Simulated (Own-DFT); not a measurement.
# Strain and stress in grey tin, 32 atoms (Sn32)

Calculated results; nothing here was measured. They come from Own-DFT, an in-house plane-wave density functional program, since retired, whose code no person has reviewed. Each row is one single-point run on a periodic cell that was not relaxed, without spin or spin-orbit coupling.

Settings of every run: PBE; PseudoDojo norm-conserving scalar-relativistic files; cutoff 42 hartree; 3 x 3 x 5 k mesh centred on Gamma; cold (Marzari-Vanderbilt) smearing of 0.2 eV.

Known limits: forces on such cells failed a check on a denser k mesh; stress not checked against mesh or cutoff.

Unstrained cell vectors in Å: (12.978, 0.000, 0.000); (0.000, 12.978, 0.000); (0.000, 0.000, 6.489). The unstrained cell has measured lattice constants (interpolated for alloys), not those of this functional. That, the random moves and any unrelaxed bonds set the pressure at no strain. Each run strains this cell uniformly, with the atoms carried along. Every atom was also moved at random, by a Gaussian of width 0.05 Å on each axis. Strain is the symmetric tensor, in per cent. Stress is positive in tension, and the pressure is minus a third of its trace.

| run | e_xx (%) | e_yy (%) | e_zz (%) | s_xx (GPa) | s_yy (GPa) | s_zz (GPa) | P (GPa) | E (meV/atom) |
|---|---|---|---|---|---|---|---|---|
| 1 | 0.50 | 0.50 | 0.00 | -3.10 | -3.15 | -3.26 | 3.17 | 20.1 |
| 2 | -1.75 | -1.75 | 0.00 | -5.81 | -5.75 | -5.21 | 5.59 | 53.4 |
| 3 | 1.50 | 1.50 | 0.00 | -2.05 | -1.97 | -2.36 | 2.13 | 0.0 |
| 4 | -3.00 | -3.00 | 0.00 | -7.71 | -7.70 | -6.71 | 7.37 | 99.4 |
| 5 | -0.25 | -0.25 | 0.00 | -3.92 | -3.93 | -3.80 | 3.88 | 23.8 |
| 6 | -2.25 | -2.25 | 0.00 | -6.53 | -6.42 | -5.83 | 6.26 | 70.3 |
| 7 | 2.00 | 2.00 | 0.00 | -1.57 | -1.62 | -2.11 | 1.77 | 3.8 |
| 8 | -0.75 | -0.75 | 0.00 | ? | ? | ? | ? | ? |

E is the free energy for each atom above the lowest run shown.

## Worked fit

The change of volume is close to e_xx + e_yy + e_zz. A straight line through the runs shown gives P = 3.81 - 56 x (fractional change of volume) GPa, with an error of 2 on the slope and a scatter of 0.20 GPa. The strain isn't the same on all axes, but the crystal is cubic, so the slope still estimates the bulk modulus, averaged over pressures from 1.8 to 7.4 GPa.

## Withheld run

Question: what pressure should run 8 give? Its volume changes by -1.49 %.

The line gives 4.6 GPa. The calculation gave 4.43 GPa.
